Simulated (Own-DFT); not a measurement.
Simulation results for GaP (zincblende, strained, atoms displaced), SiC (4H silicon carbide, atoms displaced)

A calculation, not a measurement: plane-wave PBE density functional theory by an unreviewed code, no spin, of a simulated periodic cell, stress positive in tension, free energy of the whole cell less one offset for each atom, forces on such cells passed a denser k mesh, this cell's mesh not checked; offsets are fitted by least squares, one for each functional and potential file, so energies compare only between cells with the same atoms and settings and are not formation energies; the far tail of each file's local potential was reset to the Coulomb form; each entry is a single point on an unrelaxed cell, so the pressure reflects the starting lattice, mostly measured values (interpolated for alloys), from which strain is counted, and rises with the displacements; printed positions are rounded, which can move forces by about a meV/angstrom; the program, named Own-DFT, is a retired in-house code; no spin-orbit coupling; before rounding, a Quantum ESPRESSO 7.3.1 run of the same cell and cutoff gave forces within 1 meV/angstrom rms on each cell, which checks the program and not the settings. Program: Own-DFT development build.

Common to all runs: functional PBE; potential files PseudoDojo norm-conserving, scalar-relativistic, standard set; wave cutoff 42 hartree; occupations Fermi-Dirac; smearing width 0.1 eV.

(1) GaP (zincblende, strained, atoms displaced)

```cif
# cell vector a (Å): 10.8620 0.0000 0.0000
# cell vector b (Å): 0.0000 10.8620 0.0000
# cell vector c (Å): 0.0000 0.0000 10.9361
data_GaP
_symmetry_space_group_name_H-M 'P 1'
_symmetry_Int_Tables_number 1
_cell_length_a 10.8620
_cell_length_b 10.8620
_cell_length_c 10.9361
_cell_angle_alpha 90.000
_cell_angle_beta 90.000
_cell_angle_gamma 90.000
_cell_volume 1290.27
loop_
_atom_site_label
_atom_site_type_symbol
_atom_site_fract_x
_atom_site_fract_y
_atom_site_fract_z
_atom_site_occupancy
Ga1 Ga 0.99995 0.00384 0.99800 1
Ga2 Ga 0.00206 0.25295 0.25080 1
Ga3 Ga 0.24894 0.00399 0.25040 1
Ga4 Ga 0.25542 0.25099 0.99984 1
P1 P 0.13029 0.12675 0.12557 1
P2 P 0.12011 0.37396 0.38047 1
P3 P 0.37237 0.12182 0.37544 1
P4 P 0.37549 0.37354 0.12889 1
Ga5 Ga 0.99917 0.99941 0.50197 1
Ga6 Ga 0.99979 0.25249 0.75224 1
Ga7 Ga 0.25011 0.99530 0.75399 1
Ga8 Ga 0.25144 0.25006 0.49599 1
P5 P 0.12995 0.12860 0.62379 1
P6 P 0.12376 0.37810 0.86984 1
P7 P 0.37269 0.12848 0.87695 1
P8 P 0.37467 0.37502 0.63014 1
Ga9 Ga 0.00088 0.49902 0.99755 1
Ga10 Ga 0.00166 0.75017 0.25000 1
Ga11 Ga 0.24871 0.49916 0.24795 1
Ga12 Ga 0.25107 0.75051 0.00341 1
P9 P 0.13049 0.62714 0.12213 1
P10 P 0.12098 0.87726 0.38035 1
P11 P 0.38134 0.62626 0.37123 1
P12 P 0.37419 0.87800 0.12119 1
Ga13 Ga 0.99734 0.49819 0.50125 1
Ga14 Ga 0.00507 0.74762 0.75035 1
Ga15 Ga 0.24809 0.50073 0.74748 1
Ga16 Ga 0.25627 0.74954 0.50061 1
P13 P 0.11934 0.62466 0.62326 1
P14 P 0.12732 0.87778 0.87444 1
P15 P 0.37766 0.62629 0.87490 1
P16 P 0.37905 0.87626 0.62205 1
Ga17 Ga 0.50690 0.00331 0.00342 1
Ga18 Ga 0.49843 0.24986 0.24580 1
Ga19 Ga 0.74869 0.99509 0.25252 1
Ga20 Ga 0.74978 0.25289 0.00022 1
P17 P 0.62701 0.13094 0.12375 1
P18 P 0.62386 0.37091 0.37259 1
P19 P 0.87203 0.12078 0.37459 1
P20 P 0.87160 0.37259 0.12768 1
Ga21 Ga 0.50594 0.99986 0.49349 1
Ga22 Ga 0.50213 0.25107 0.75294 1
Ga23 Ga 0.74948 0.99272 0.75080 1
Ga24 Ga 0.75001 0.24972 0.50083 1
P21 P 0.62021 0.12524 0.62627 1
P22 P 0.62906 0.37646 0.87525 1
P23 P 0.87921 0.12550 0.87827 1
P24 P 0.87458 0.37468 0.62311 1
Ga25 Ga 0.50235 0.49946 0.99631 1
Ga26 Ga 0.50469 0.75084 0.25071 1
Ga27 Ga 0.75425 0.49693 0.25377 1
Ga28 Ga 0.75107 0.74935 0.99963 1
P25 P 0.62328 0.62497 0.12463 1
P26 P 0.62533 0.87338 0.37444 1
P27 P 0.87656 0.62379 0.37740 1
P28 P 0.87187 0.88078 0.12247 1
Ga29 Ga 0.50233 0.50292 0.49552 1
Ga30 Ga 0.50002 0.74763 0.74700 1
Ga31 Ga 0.74939 0.49829 0.75019 1
Ga32 Ga 0.74906 0.75044 0.49860 1
P29 P 0.62548 0.62480 0.62230 1
P30 P 0.62374 0.87494 0.87725 1
P31 P 0.87470 0.62412 0.88146 1
P32 P 0.87801 0.87166 0.62699 1
```

```
k mesh                            : 3 x 3 x 3 centred on Gamma
free energy of cell above offsets : -35.034 eV
pressure                          : 3.19 GPa
stress xx                         : -3.34 GPa
stress yy                         : -3.38 GPa
stress zz                         : -2.85 GPa
stress yz                         : -0.31 GPa
stress xz                         : 0.23 GPa
stress xy                         : 0.16 GPa
```

Force:
```
element  x (eV/Å)  y (eV/Å)  z (eV/Å)
     Ga     0.491    -0.192     0.531
     Ga    -0.318     -0.67    -0.068
     Ga    -0.118    -0.811     0.064
     Ga    -0.708     0.412     0.009
      P    -0.654     0.255    -0.234
      P      0.66     0.388    -0.605
      P     0.689     0.424    -0.271
      P    -0.012     0.553    -0.755
     Ga    -0.042     0.509     0.342
     Ga     0.086    -0.389     -0.51
     Ga     0.451     0.793    -0.766
     Ga     0.214      0.19     0.578
      P    -0.506     -0.48     0.383
      P     0.394    -0.281     0.814
      P     0.739    -0.673    -0.249
      P     0.298     0.169     -0.93
     Ga     0.013     -0.16     0.593
     Ga    -0.151     0.237    -0.138
     Ga     0.019     0.044     0.545
     Ga     0.331     0.264     -0.74
      P    -0.845    -0.408     0.369
      P     0.771    -0.401    -0.617
      P    -0.822    -0.159       0.1
      P     0.438     0.038     0.798
     Ga     -0.01     0.195     0.083
     Ga    -0.522     0.129     0.507
     Ga     0.132      0.41     0.087
     Ga    -0.535    -0.055    -0.182
      P     0.978    -0.053    -0.199
      P    -0.423    -0.682       0.5
      P    -0.511    -0.176    -0.114
      P    -0.045     0.096     0.292
     Ga    -0.693     0.113    -0.351
     Ga    -0.014    -0.395     0.626
     Ga    -0.058     0.708    -0.408
     Ga     0.366    -0.283    -0.182
      P     0.148    -0.631     0.472
      P     0.076     0.237     0.244
      P      0.36      0.41     0.104
      P     0.788     0.368    -0.311
     Ga    -0.582      0.23     0.563
     Ga    -0.349    -0.042     0.038
     Ga     0.132      0.69    -0.015
     Ga     -0.22    -0.316    -0.087
      P     0.752    -0.222    -0.003
      P    -0.331    -0.241    -0.063
      P    -0.859     0.216    -0.674
      P    -0.162    -0.117     0.431
     Ga    -0.296     0.015     0.483
     Ga    -0.564     0.191    -0.703
     Ga    -0.602     0.377    -0.191
     Ga     -0.31     0.187     0.305
      P     0.604    -0.248     0.158
      P     0.205    -0.053    -0.031
      P    -0.101     0.216    -0.362
      P     0.554    -0.697     0.138
     Ga    -0.207    -0.672     0.424
     Ga     0.108     0.325     0.134
     Ga     0.361     0.464    -0.198
     Ga     0.391    -0.078     0.298
      P     0.195     -0.07     0.244
      P    -0.013    -0.337    -0.229
      P     0.118     0.101    -0.969
      P     -0.28     0.036    -0.103
```

(2) GaP (zincblende, strained, atoms displaced)

```cif
# cell vector a (Å): 10.8620 0.0000 0.0000
# cell vector b (Å): 0.0000 10.8620 0.0000
# cell vector c (Å): 0.0000 0.0000 10.9361
data_GaP
_symmetry_space_group_name_H-M 'P 1'
_symmetry_Int_Tables_number 1
_cell_length_a 10.8620
_cell_length_b 10.8620
_cell_length_c 10.9361
_cell_angle_alpha 90.000
_cell_angle_beta 90.000
_cell_angle_gamma 90.000
_cell_volume 1290.27
loop_
_atom_site_label
_atom_site_type_symbol
_atom_site_fract_x
_atom_site_fract_y
_atom_site_fract_z
_atom_site_occupancy
Ga1 Ga 0.99902 0.00479 0.00129 1
Ga2 Ga 0.99544 0.24831 0.24938 1
Ga3 Ga 0.25133 0.00147 0.24876 1
Ga4 Ga 0.25586 0.24948 0.99867 1
P1 P 0.12157 0.12856 0.12663 1
P2 P 0.12402 0.37582 0.37396 1
P3 P 0.37689 0.12455 0.37170 1
P4 P 0.37227 0.37197 0.12429 1
Ga5 Ga 0.00229 0.00532 0.49971 1
Ga6 Ga 0.99890 0.24866 0.74871 1
Ga7 Ga 0.25282 0.99668 0.75123 1
Ga8 Ga 0.25179 0.25123 0.49466 1
P5 P 0.12706 0.12438 0.62791 1
P6 P 0.12072 0.37317 0.87606 1
P7 P 0.37513 0.11993 0.87602 1
P8 P 0.37042 0.38057 0.62734 1
Ga9 Ga 0.00182 0.50134 0.99418 1
Ga10 Ga 0.00093 0.74866 0.24830 1
Ga11 Ga 0.24609 0.50239 0.25274 1
Ga12 Ga 0.25325 0.75352 0.99929 1
P9 P 0.12801 0.62590 0.12441 1
P10 P 0.12697 0.87245 0.37636 1
P11 P 0.37405 0.62837 0.37462 1
P12 P 0.37707 0.87371 0.12430 1
Ga13 Ga 0.00177 0.50003 0.49745 1
Ga14 Ga 0.99737 0.75021 0.74872 1
Ga15 Ga 0.25241 0.49993 0.74962 1
Ga16 Ga 0.24926 0.74735 0.50118 1
P13 P 0.12543 0.62424 0.62835 1
P14 P 0.12456 0.87721 0.87240 1
P15 P 0.37326 0.62217 0.87721 1
P16 P 0.37085 0.87350 0.62246 1
Ga17 Ga 0.49737 0.99994 0.00110 1
Ga18 Ga 0.49872 0.24788 0.25303 1
Ga19 Ga 0.74876 0.99886 0.24824 1
Ga20 Ga 0.75090 0.25122 0.00407 1
P17 P 0.62058 0.12356 0.12432 1
P18 P 0.62285 0.37468 0.37413 1
P19 P 0.86987 0.12407 0.37522 1
P20 P 0.87605 0.37229 0.13017 1
Ga21 Ga 0.50009 0.99855 0.50822 1
Ga22 Ga 0.50196 0.25017 0.75493 1
Ga23 Ga 0.75589 0.99944 0.74980 1
Ga24 Ga 0.75067 0.24719 0.49978 1
P21 P 0.62853 0.12522 0.62302 1
P22 P 0.62034 0.37489 0.87616 1
P23 P 0.87582 0.12539 0.87548 1
P24 P 0.87799 0.37291 0.62520 1
Ga25 Ga 0.50248 0.49744 0.00144 1
Ga26 Ga 0.50074 0.75011 0.25006 1
Ga27 Ga 0.74562 0.49885 0.24784 1
Ga28 Ga 0.75214 0.75296 0.99746 1
P25 P 0.62604 0.62087 0.12611 1
P26 P 0.62691 0.87664 0.38203 1
P27 P 0.87360 0.62188 0.37353 1
P28 P 0.87499 0.87737 0.12035 1
Ga29 Ga 0.50197 0.50443 0.49420 1
Ga30 Ga 0.50013 0.74923 0.74973 1
Ga31 Ga 0.74908 0.50198 0.75051 1
Ga32 Ga 0.75041 0.75248 0.50014 1
P29 P 0.62591 0.62920 0.62866 1
P30 P 0.62024 0.87643 0.87299 1
P31 P 0.86957 0.62361 0.87869 1
P32 P 0.86994 0.87435 0.62712 1
```

```
k mesh                            : 3 x 3 x 3 centred on Gamma
free energy of cell above offsets : -35.183 eV
pressure                          : 3.17 GPa
stress xx                         : -3.31 GPa
stress yy                         : -3.37 GPa
stress zz                         : -2.83 GPa
stress yz                         : -0.51 GPa
stress xz                         : -0.18 GPa
stress xy                         : 0.24 GPa
```

Force:
```
element  x (eV/Å)  y (eV/Å)  z (eV/Å)
     Ga     0.366    -0.241    -0.249
     Ga       0.3    -0.009     0.604
     Ga    -0.328    -0.245    -0.041
     Ga    -0.872    -0.116    -0.066
      P     0.629    -0.247    -0.189
      P    -0.155    -0.338    -0.105
      P    -0.065     -0.39     0.793
      P     0.379     0.542     0.547
     Ga    -0.226    -0.604     0.141
     Ga     0.199    -0.044     0.167
     Ga    -0.276     0.177     -0.23
     Ga    -0.079    -0.038      0.55
      P      0.25     0.238    -0.342
      P     0.782    -0.097    -0.372
      P     0.036     0.437    -0.266
      P      1.05    -0.816    -0.704
     Ga    -0.237    -0.103     0.919
     Ga    -0.183     0.141      0.04
     Ga     0.445    -0.254    -0.339
     Ga    -0.394    -0.215    -0.164
      P     -0.31     0.065    -0.353
      P    -0.281     0.384    -0.198
      P     0.009    -0.233    -0.147
      P    -0.125     0.238     0.264
     Ga    -0.113     0.057     0.371
     Ga    -0.043    -0.113     0.276
     Ga    -0.753     0.038     0.605
     Ga    -0.244     0.008    -0.009
      P    -0.225     0.015    -0.279
      P    -0.222     -0.23     0.499
      P      0.42     0.281    -0.057
      P     0.428     -0.16     0.457
     Ga      0.28    -0.222    -0.048
     Ga     0.078     0.332    -0.547
     Ga      -0.2    -0.085      0.02
     Ga    -0.231    -0.118    -0.263
      P     0.404     0.169     0.161
      P     0.261    -0.159     0.194
      P     0.552    -0.112    -0.209
      P    -0.148     0.763    -0.776
     Ga    -0.131     0.267    -0.614
     Ga    -0.464    -0.196    -0.774
     Ga    -0.805      0.21     0.345
     Ga    -0.107     0.659    -0.012
      P    -0.346     0.052     0.779
      P     0.997     0.011     0.073
      P    -0.269     0.231     0.046
      P    -0.489     0.385    -0.172
     Ga      -0.6     0.149     0.169
     Ga     0.346     0.097     0.186
     Ga     0.468    -0.277     0.359
     Ga     -0.77    -0.023     0.252
      P    -0.128     0.857     -0.38
      P    -0.434    -0.048    -0.832
      P    -0.062     0.363     0.053
      P     0.105    -0.228     0.573
     Ga    -0.185    -0.131     0.823
     Ga    -0.564     0.046     0.173
     Ga     -0.06    -0.519    -0.114
     Ga     0.147    -0.554     0.035
      P         0    -0.453    -0.704
      P     0.521     0.098     0.164
      P     0.635     0.174    -0.526
      P     1.037     0.131    -0.553
```

(3) SiC (4H silicon carbide, atoms displaced)

```cif
# cell vector a (Å): 6.1654 0.0000 0.0000
# cell vector b (Å): -3.0827 5.3394 0.0000
# cell vector c (Å): 0.0000 0.0000 10.0681
data_SiC
_symmetry_space_group_name_H-M 'P 1'
_symmetry_Int_Tables_number 1
_cell_length_a 6.1654
_cell_length_b 6.1654
_cell_length_c 10.0681
_cell_angle_alpha 90.000
_cell_angle_beta 90.000
_cell_angle_gamma 120.000
_cell_volume 331.44
loop_
_atom_site_label
_atom_site_type_symbol
_atom_site_fract_x
_atom_site_fract_y
_atom_site_fract_z
_atom_site_occupancy
Si1 Si 0.00534 0.00938 0.39467 1
Si2 Si 0.18847 0.35725 0.14620 1
C1 C 0.97639 0.96777 0.10730 1
C2 C 0.16543 0.34935 0.33187 1
Si3 Si 0.99361 0.47455 0.40625 1
Si4 Si 0.18971 0.80912 0.16688 1
C3 C 0.02857 0.52189 0.08571 1
C4 C 0.17995 0.84345 0.34767 1
Si5 Si 0.49723 0.99423 0.41606 1
Si6 Si 0.66905 0.32444 0.14064 1
C5 C 0.50277 0.00285 0.09351 1
C6 C 0.66733 0.29794 0.33380 1
Si7 Si 0.48922 0.52491 0.39718 1
Si8 Si 0.67393 0.84843 0.16508 1
C7 C 0.48441 0.49599 0.09784 1
C8 C 0.67403 0.81161 0.34122 1
Si9 Si 0.98563 0.96942 0.91925 1
Si10 Si 0.83444 0.67393 0.64639 1
C9 C 0.99613 0.98824 0.58892 1
C10 C 0.82443 0.66189 0.85242 1
Si11 Si 0.97827 0.49522 0.89671 1
Si12 Si 0.82295 0.14539 0.64858 1
C11 C 0.98093 0.48809 0.60460 1
C12 C 0.85830 0.15781 0.82848 1
Si13 Si 0.48320 0.00146 0.92324 1
Si14 Si 0.31918 0.62353 0.65425 1
C13 C 0.49004 0.97807 0.59382 1
C14 C 0.30437 0.63423 0.82947 1
Si15 Si 0.50449 0.48839 0.90375 1
Si16 Si 0.32071 0.17596 0.64877 1
C15 C 0.47025 0.49193 0.58556 1
C16 C 0.33970 0.16689 0.83913 1
```

```
k mesh                            : 5 x 5 x 3 centred on Gamma
free energy of cell above offsets : 3.489 eV
pressure                          : 9.8 GPa
stress xx                         : -9.8 GPa
stress yy                         : -10.41 GPa
stress zz                         : -9.19 GPa
stress yz                         : -0.22 GPa
stress xz                         : 1.95 GPa
stress xy                         : -1.76 GPa
```

Force:
```
element  x (eV/Å)  y (eV/Å)  z (eV/Å)
     Si     1.077    -0.664     0.603
     Si     -3.98     -4.98      1.32
      C     3.555      3.14    -1.764
      C     1.786    -1.434     0.618
     Si    -3.155     2.491     0.768
     Si     -3.86     3.289     0.062
      C    -1.769    -3.624    -1.079
      C    -0.246    -2.158     0.154
     Si     0.526    -0.195    -1.372
     Si    -0.116     2.739     3.219
      C     0.623    -1.055     1.841
      C    -1.079     2.515     0.446
     Si     2.061    -6.434     1.607
     Si    -0.737    -2.511    -1.466
      C     5.502     2.254    -2.453
      C    -1.114      5.39     0.151
     Si    -0.363     3.652    -0.874
     Si    -0.816    -2.294     1.834
      C    -0.541     1.661    -1.732
      C    -0.275    -0.271    -3.019
     Si      4.15    -1.719    -0.114
     Si    -1.152     0.396     1.054
      C     0.932    -0.887    -3.023
      C    -2.444    -0.512     4.041
     Si     2.353    -1.915    -7.276
     Si     -5.13     4.978     1.081
      C    -0.691     0.453     0.703
      C     1.349      1.87     3.846
     Si    -3.887     0.523     0.506
     Si     2.766     -2.85     1.179
      C     5.325    -0.677    -2.108
      C    -0.651    -1.169     1.247
```

(4) SiC (4H silicon carbide, atoms displaced)

```cif
# cell vector a (Å): 6.1654 0.0000 0.0000
# cell vector b (Å): -3.0827 5.3394 0.0000
# cell vector c (Å): 0.0000 0.0000 10.0681
data_SiC
_symmetry_space_group_name_H-M 'P 1'
_symmetry_Int_Tables_number 1
_cell_length_a 6.1654
_cell_length_b 6.1654
_cell_length_c 10.0681
_cell_angle_alpha 90.000
_cell_angle_beta 90.000
_cell_angle_gamma 120.000
_cell_volume 331.44
loop_
_atom_site_label
_atom_site_type_symbol
_atom_site_fract_x
_atom_site_fract_y
_atom_site_fract_z
_atom_site_occupancy
Si1 Si 0.99819 0.99324 0.39901 1
Si2 Si 0.12119 0.29627 0.14878 1
C1 C 0.99405 0.99712 0.09331 1
C2 C 0.19176 0.36088 0.33575 1
Si3 Si 0.98400 0.50779 0.39841 1
Si4 Si 0.12719 0.79316 0.14818 1
C3 C 0.02143 0.49996 0.08646 1
C4 C 0.18167 0.82045 0.34767 1
Si5 Si 0.47039 0.99395 0.41127 1
Si6 Si 0.65968 0.34064 0.15971 1
C5 C 0.51264 0.00521 0.09052 1
C6 C 0.69784 0.34513 0.34528 1
Si7 Si 0.46186 0.48648 0.41832 1
Si8 Si 0.69236 0.85467 0.14407 1
C7 C 0.49699 0.51790 0.09703 1
C8 C 0.67291 0.81509 0.33523 1
Si9 Si 0.01870 0.01927 0.92021 1
Si10 Si 0.83386 0.66890 0.66006 1
C9 C 0.99071 0.96803 0.62184 1
C10 C 0.82429 0.65487 0.83380 1
Si11 Si 0.99921 0.48041 0.91042 1
Si12 Si 0.82916 0.14344 0.64269 1
C11 C 0.99012 0.49303 0.58063 1
C12 C 0.80889 0.17122 0.83925 1
Si13 Si 0.53805 0.02495 0.90971 1
Si14 Si 0.33412 0.65942 0.66507 1
C13 C 0.48676 0.97552 0.58867 1
C14 C 0.31963 0.67468 0.84109 1
Si15 Si 0.50148 0.51463 0.91611 1
Si16 Si 0.37124 0.20055 0.64864 1
C15 C 0.50021 0.48069 0.59264 1
C16 C 0.31315 0.15187 0.85218 1
```

```
k mesh                            : 5 x 5 x 3 centred on Gamma
free energy of cell above offsets : 8.063 eV
pressure                          : 13 GPa
stress xx                         : -9.33 GPa
stress yy                         : -16.03 GPa
stress zz                         : -13.64 GPa
stress yz                         : 1.16 GPa
stress xz                         : -1.08 GPa
stress xy                         : -6.28 GPa
```

Force:
```
element  x (eV/Å)  y (eV/Å)  z (eV/Å)
     Si     -0.28     0.179     1.489
     Si      4.31     6.202     3.548
      C     3.275    -1.816    -0.211
      C    -4.807    -4.937    -1.218
     Si     5.867     0.426     3.329
     Si     3.626     5.137     2.339
      C    -3.248    -2.773     0.418
      C    -5.179     0.601    -3.816
     Si     6.605     2.283    -1.411
     Si    -0.219    -0.686     -0.49
      C    -1.363     0.533     1.017
      C    -7.396     -4.63     -1.94
     Si     5.993     3.573     -2.57
     Si    -5.509    -4.099     3.987
      C     0.767    -1.576      -0.2
      C    -1.265     1.225     1.242
     Si    -2.419    -3.002     -5.52
     Si     1.582    -5.275    -0.735
      C     0.935     7.091    -5.243
      C    -0.073     0.374     5.207
     Si    -2.025     2.535    -3.658
     Si     -0.99     1.903     1.209
      C     1.155    -0.591     2.307
      C     7.198     1.927    -2.212
     Si    -8.143    -4.388     1.104
     Si    -1.787    -0.995    -2.281
      C     0.356     1.734     1.276
      C     2.185     -0.09     2.159
     Si     0.244    -1.393    -2.556
     Si    -1.568     -10.3     5.403
      C    -1.564     7.151    -0.684
      C     3.736     3.681    -1.285
```

(5) SiC (4H silicon carbide, atoms displaced)

```cif
# cell vector a (Å): 6.1654 0.0000 0.0000
# cell vector b (Å): -3.0827 5.3394 0.0000
# cell vector c (Å): 0.0000 0.0000 10.0681
data_SiC
_symmetry_space_group_name_H-M 'P 1'
_symmetry_Int_Tables_number 1
_cell_length_a 6.1654
_cell_length_b 6.1654
_cell_length_c 10.0681
_cell_angle_alpha 90.000
_cell_angle_beta 90.000
_cell_angle_gamma 120.000
_cell_volume 331.44
loop_
_atom_site_label
_atom_site_type_symbol
_atom_site_fract_x
_atom_site_fract_y
_atom_site_fract_z
_atom_site_occupancy
Si1 Si 0.02334 0.01457 0.39923 1
Si2 Si 0.17227 0.34347 0.14777 1
C1 C 0.00203 0.00592 0.08885 1
C2 C 0.18081 0.36182 0.33769 1
Si3 Si 0.97790 0.43982 0.39936 1
Si4 Si 0.18541 0.85809 0.16184 1
C3 C 0.02769 0.53944 0.10126 1
C4 C 0.16591 0.82314 0.34787 1
Si5 Si 0.51128 0.00601 0.41160 1
Si6 Si 0.68716 0.36124 0.17112 1
C5 C 0.46236 0.99590 0.09859 1
C6 C 0.68356 0.35693 0.35251 1
Si7 Si 0.50368 0.49227 0.39164 1
Si8 Si 0.68180 0.82378 0.15842 1
C7 C 0.50611 0.49929 0.08555 1
C8 C 0.67932 0.85304 0.34211 1
Si9 Si 0.00178 0.00346 0.90883 1
Si10 Si 0.84543 0.66185 0.65214 1
C9 C 0.01891 0.03055 0.60506 1
C10 C 0.81782 0.65210 0.83481 1
Si11 Si 0.00331 0.51974 0.90598 1
Si12 Si 0.84583 0.16747 0.65372 1
C11 C 0.98663 0.47827 0.59278 1
C12 C 0.81023 0.19497 0.82751 1
Si13 Si 0.50149 0.00363 0.91336 1
Si14 Si 0.33191 0.65314 0.65333 1
C13 C 0.48228 0.01358 0.57588 1
C14 C 0.32682 0.67262 0.84984 1
Si15 Si 0.49381 0.49020 0.90617 1
Si16 Si 0.33802 0.16090 0.66304 1
C15 C 0.50235 0.50028 0.60589 1
C16 C 0.36101 0.14502 0.85418 1
```

```
k mesh                            : 5 x 5 x 3 centred on Gamma
free energy of cell above offsets : 4.131 eV
pressure                          : 10.17 GPa
stress xx                         : -16.71 GPa
stress yy                         : -3.67 GPa
stress zz                         : -10.11 GPa
stress yz                         : 0.93 GPa
stress xz                         : 3.28 GPa
stress xy                         : 1.39 GPa
```

Force:
```
element  x (eV/Å)  y (eV/Å)  z (eV/Å)
     Si    -0.121    -1.147     1.741
     Si    -0.323     0.483     0.124
      C    -0.468     0.535     1.446
      C     3.888     -3.95    -2.162
     Si    -0.721     7.566      4.36
     Si    -4.615    -2.825     2.652
      C    -1.166    -3.382     -1.48
      C     0.175     0.836     -0.21
     Si    -1.779    -1.269    -4.424
     Si     0.135    -2.068    -3.653
      C     9.232     4.664    -1.682
      C    -1.547    -3.696    -2.217
     Si    -1.717     3.526     4.271
     Si    -3.116     1.586    -1.069
      C     0.249     0.505     2.726
      C     1.316    -1.118     0.561
     Si    -0.167    -0.432    -2.784
     Si    -1.625     0.931    -0.173
      C     1.365     -3.75    -2.658
      C     0.164     2.562     1.953
     Si    -0.686    -1.161     0.333
     Si    -3.679    -0.476     0.173
      C     1.552     1.977    -1.772
      C     3.244    -1.471     4.359
     Si      4.57    -2.705     1.953
     Si    -1.617     1.746     0.315
      C     3.203    -2.041     5.695
      C     1.772    -0.743    -1.176
     Si      0.37     0.125    -1.818
     Si     0.094     1.523     0.576
      C     1.033    -0.273    -2.624
      C    -9.015     3.943    -3.337
```
